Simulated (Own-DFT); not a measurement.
# Biaxial strain at fixed height in grey tin, 64 atoms (Sn64)

The numbers are computed, not measured, by runs of the plane-wave DFT program Own-DFT (in-house, retired, unreviewed) at fixed positions, with no spin and no spin-orbit coupling.

Method: PBE; PseudoDojo norm-conserving scalar-relativistic files; cutoff 42 hartree; 3 x 3 x 3 k mesh centred on Gamma; cold (Marzari-Vanderbilt) smearing of 0.2 eV.

Known weak points: forces on such cells moved up to 12 meV/angstrom on a denser k mesh; stress not checked against mesh or cutoff.

Unstrained cell vectors in Å: (12.978, 0.000, 0.000); (0.000, 12.978, 0.000); (0.000, 0.000, 12.978). The unstrained cell has measured lattice constants (interpolated for alloys), not those of this functional. That, the random moves and any unrelaxed bonds set the pressure at no strain. Each run strains x and y alike by e, as a substrate would, and holds the height along z. Each atom got a random Gaussian move of width 0.05 Å along each axis. Stress is positive in tension.

```
e (%),u (Å),(s_xx + s_yy)/2 (GPa),s_zz (GPa)
-3.00,0.051,-7.54,-6.66
-3.00,0.049,-7.54,-6.67
-2.25,0.048,?,?
-1.25,0.049,-5.16,-4.79
-1.25,0.049,-5.10,-4.75
-0.25,0.047,-3.86,-3.83
-0.25,0.050,-3.93,-3.79
0.50,0.049,-3.01,-3.22
0.50,0.047,-3.08,-3.22
1.00,0.048,-2.57,-2.80
1.00,0.049,-2.52,-2.75
```

## Fit

With e as a fraction, the in-plane stress is -3.6 + 114 e - 575 e² GPa (errors 2 and 68, scatter 0.04), and s_zz is -3.6 + 86 e - 516 e² GPa (slope ± 1, scatter 0.03). At e = 0 the first slope is C11 + C12 and the second 2 C12, both with the ions held to the strained lattice and at the cell's own pressure. The term in e² is negative: the layer stiffens under compression and softens under tension. A free layer would change its height as e changes, and the in-plane slope would drop by 2 C12²/C11 to the biaxial modulus. At fixed height, a misfit of 1 % moves the in-plane stress by about 1.1 GPa and s_zz by 0.9 GPa.

## Test on the hidden row

Q: what are the two stresses at e = -2.25 %?

The fitted form gives -6.5 and -5.8 GPa. Computed: -6.45 and -5.74 GPa.
